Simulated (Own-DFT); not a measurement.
# Response to strain: wurtzite AlN, 128 atoms (Al64N64)

Calculated results; nothing here was measured. They come from Own-DFT, an in-house plane-wave density functional program, since retired, whose code no person has reviewed. Each row is one single-point run on a periodic cell that was not relaxed, without spin or spin-orbit coupling.

Settings of every run: PBE; PseudoDojo norm-conserving scalar-relativistic files; cutoff 42 hartree; 3 x 3 x 3 k mesh centred on Gamma; Gaussian smearing of 0.01 eV.

Known limits: k mesh not checked against a denser one; stress not checked against mesh or cutoff.

Unstrained cell vectors in Å: (12.448, 0.000, 0.000); (-6.224, 10.780, 0.000); (0.000, 0.000, 9.964). The unstrained cell has measured lattice constants (interpolated for alloys), not those of this functional. That, the random moves and any unrelaxed bonds set the pressure at no strain. Each run strains this cell uniformly, with the atoms carried along. Every atom was also moved at random, by a Gaussian of width 0.05 Å on each axis. Strain is the symmetric tensor, in per cent. Stress is positive in tension, and the pressure is minus a third of its trace.

```
run,e_xx (%),e_yy (%),e_zz (%),e_yz (%),e_xz (%),e_xy (%),s_xx (GPa),s_yy (GPa),s_zz (GPa),s_yz (GPa),s_xz (GPa),s_xy (GPa),P (GPa),E (meV/atom)
1,1.20,-0.61,0.95,-1.18,-1.71,1.94,-1.39,-6.32,-1.36,-2.87,-4.05,7.94,3.02,24.7
2,1.18,-0.87,0.05,-1.77,-1.11,-1.07,-0.75,-8.70,-5.50,-4.90,-2.41,-4.12,4.98,14.4
3,0.05,-1.43,1.70,-0.16,0.53,-1.07,-5.10,-11.69,1.70,-1.02,0.85,-4.35,5.03,0.0
4,1.86,0.76,0.01,-0.10,1.03,1.99,3.99,-2.05,-3.62,-0.23,2.72,5.89,0.56,8.9
5,-0.91,1.23,-0.13,-0.79,0.66,-0.21,-9.91,-0.78,-5.53,-1.72,0.88,-1.81,5.41,14.5
6,-0.96,-1.04,-0.59,0.67,-1.02,1.74,-11.32,-12.57,-10.98,1.36,-3.14,6.14,11.62,27.3
7,0.35,0.76,-1.13,0.73,0.75,-0.45,-4.24,-3.83,-9.70,2.32,1.75,-2.91,5.92,17.9
8,-1.64,1.73,0.54,-0.07,-0.05,0.31,-12.29,1.15,-1.46,0.77,-0.54,1.63,4.20,4.2
9,-1.76,-0.47,1.74,1.23,-0.72,0.71,-13.68,-9.09,1.01,3.07,-1.08,3.28,7.25,16.5
10,0.95,0.23,0.97,-1.00,-0.26,1.29,-1.33,-1.41,-0.60,-2.59,-1.11,3.35,1.11,2.1
11,1.42,0.17,0.70,1.97,-1.31,-0.43,1.25,-3.93,-1.10,5.49,-3.74,-1.05,1.26,20.8
12,-1.47,-0.93,0.25,1.41,0.25,0.84,-14.47,-12.71,-4.89,3.96,0.17,3.16,10.69,32.0
13,-1.35,-0.76,0.40,0.78,1.37,1.95,-13.84,-9.96,-5.79,1.83,3.79,9.21,9.86,27.4
14,-0.90,1.87,-0.44,-1.75,-0.98,-0.81,-9.25,1.21,-7.24,-4.53,-1.90,-2.62,5.10,28.1
15,0.83,-0.90,1.50,1.98,-0.57,1.89,-1.01,-8.18,-0.18,4.78,-1.50,6.72,3.12,20.0
16,-0.03,-1.93,1.35,-0.28,-1.78,1.50,?,?,?,?,?,?,?,?
```

E is the free energy for each atom above the lowest run shown.

## Worked fit

Each stress component was fitted by least squares to a constant and the strains of the runs shown, as fractions, with shears doubled. Shear strains stay in the fit of a normal stress only where such slopes are resolved. The slopes, in GPa:

| stress | at no strain | per e_xx | per e_yy | per e_zz | scatter |
|---|---|---|---|---|---|
| s_xx | -6.1 | 490 ± 15 | 73 ± 19 | 61 ± 24 | 0.69 |
| s_yy | -6.2 | 99 ± 19 | 478 ± 25 | 107 ± 31 | 0.88 |
| s_zz | -5.7 | 50 ± 17 | 103 ± 22 | 476 ± 28 | 0.78 |

Each shear stress against twice its own strain: yz 134 ± 4, xz 121 ± 9, xy 189 ± 12 GPa. These are stiffnesses along x, y and z of the frame in which the cell vectors are given, which need not be the crystal's axes. The atoms are held to the strained lattice; where symmetry lets them move under strain, relaxing them would lower some slopes. The table should be nearly symmetric about its diagonal, and what it lacks of that shows the noise. A ninth of its sum, 215 ± 4 GPa, estimates the bulk modulus near the mean pressure of these runs, 5.3 GPa, so it lies above the value at zero pressure.

## Withheld run

Question: what normal stresses and pressure should run 16 give?

The fit gives s_xx = -6.8, s_yy = -14.0, s_zz = -1.3 and P = 7.4 GPa. The calculation gave -8.05, -14.00, -0.25 and P = 7.43 GPa.
